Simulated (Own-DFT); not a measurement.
# Which defects push the lattice out? grey tin

Calculated, not measured: single-point runs of Own-DFT, a retired in-house plane-wave DFT program that no person has reviewed, on unrelaxed cells, without spin or spin-orbit coupling.

Settings: PBE; PseudoDojo norm-conserving scalar-relativistic files; cutoff 42 hartree; 3 x 3 x 3 k mesh centred on Gamma; cold (Marzari-Vanderbilt) smearing of 0.2 eV.

Limits (not all hold for every row): not probed for a lower state with spin; forces on such cells moved up to 12 meV/angstrom on a denser k mesh; stress not checked against mesh or cutoff.

All runs share one cell, with vectors in Å (12.978, 0.000, 0.000); (0.000, 12.978, 0.000); (0.000, 0.000, 12.978) and a volume of 2185.9 Å³. The atoms are randomly displaced, by u rms on each axis. The defect's site can differ from row to row.

```
cell,formula,u (Å),P (GPa)
no defect,Sn64,0.0183,3.37
no defect,Sn64,0.0194,3.38
no defect,Sn64,0.0489,3.59
one Sn vacancy,Sn63,0.0296,3.21
one Sn vacancy,Sn63,0.0303,3.28
one Sn vacancy,Sn63,0.0506,3.39
two Sn vacancies,Sn62,0.0275,3.12
two Sn vacancies,Sn62,0.0280,?
two Sn vacancies,Sn62,0.0448,3.24
two Sn vacancies,Sn62,0.0469,3.29
```

## Working it out

P = P0 + c u² + a shift for each defect gives P0 = 3.34 GPa, c = 103 ± 11 GPa/Å² and a scatter of 0.03 GPa. The shifts, and each times the cell's volume:

- one Sn vacancy: -0.20 ± 0.02 GPa, -2.7 eV
- two Sn vacancies: -0.29 ± 0.02 GPa, -4.0 eV (-2.0 eV for each of its 2 sites)

A positive shift means that the defect pushes the cell outwards. Shift times volume (160.2 GPa Å³ is 1 eV) depends little on the cell's size, so, taken for each site, it can be compared between cells at like pressure. The atoms around the defects weren't relaxed, which would change these numbers.

## The run left out

Q: what pressure belongs in the blank (two Sn vacancies, u = 0.0280 Å)?

The fit gives 3.13 ± 0.03 GPa. The calculation gave 3.07 GPa.
